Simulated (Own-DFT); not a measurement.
# Biaxial strain at fixed height in wurtzite AlGaN with randomly placed atoms, 72 atoms (Al9Ga27N36)

Everything here is calculated. The program is Own-DFT (plane waves, in-house, since retired, never reviewed by a person); positions were held fixed, and spin and spin-orbit coupling were off.

All runs used: PBE; PseudoDojo norm-conserving scalar-relativistic files; cutoff 42 hartree; 4 x 4 x 3 k mesh centred on Gamma; Fermi-Dirac smearing of 0.1 eV.

Caveats: forces on such cells passed a denser k mesh, each cell not checked; stress not checked against mesh or cutoff.

Unstrained cell vectors in Å: (9.509, 0.000, 0.000); (-4.755, 8.235, 0.000); (0.000, 0.000, 10.268). The unstrained cell has measured lattice constants (interpolated for alloys), not those of this functional. That, the random moves and any unrelaxed bonds set the pressure at no strain. Each run strains x and y alike by e, as a substrate would, and holds the height along z. All atoms carry random offsets, Gaussian with a width of 0.05 Å per axis. The random placing of the alloy's atoms differs from row to row. Stress is positive in tension.

```
e (%),u (Å),(s_xx + s_yy)/2 (GPa),s_zz (GPa)
-2.75,0.052,-23.85,-13.60
-2.50,0.050,-23.10,-10.67
-1.75,0.054,-18.34,-11.19
-1.50,0.050,-14.81,-11.85
-0.75,0.052,-12.76,-8.69
0.25,0.054,-6.95,-6.53
1.25,0.046,-0.12,-6.05
1.50,0.051,?,?
2.00,0.050,2.28,-4.26
2.50,0.050,4.76,-3.24
```

## Worked fit

With e as a fraction, the in-plane stress is -7.7 + 549 e - 1778 e² GPa (errors 17 and 1243, scatter 0.93), and s_zz is -7.8 + 180 e GPa (slope ± 17, scatter 0.96). At e = 0 the first slope is C11 + C12 and the second 2 C13, both with the ions held to the strained lattice and at the cell's own pressure. A free layer would change its height as e changes, and the in-plane slope would drop by 2 C13²/C33 to the biaxial modulus. At fixed height, a misfit of 1 % moves the in-plane stress by about 5.5 GPa and s_zz by 1.8 GPa.

## The run left out

Question: what are the two stresses at e = 1.50 %?

The fit gives 0.1 and -5.1 GPa. DFT gave -0.26 and -4.89 GPa.
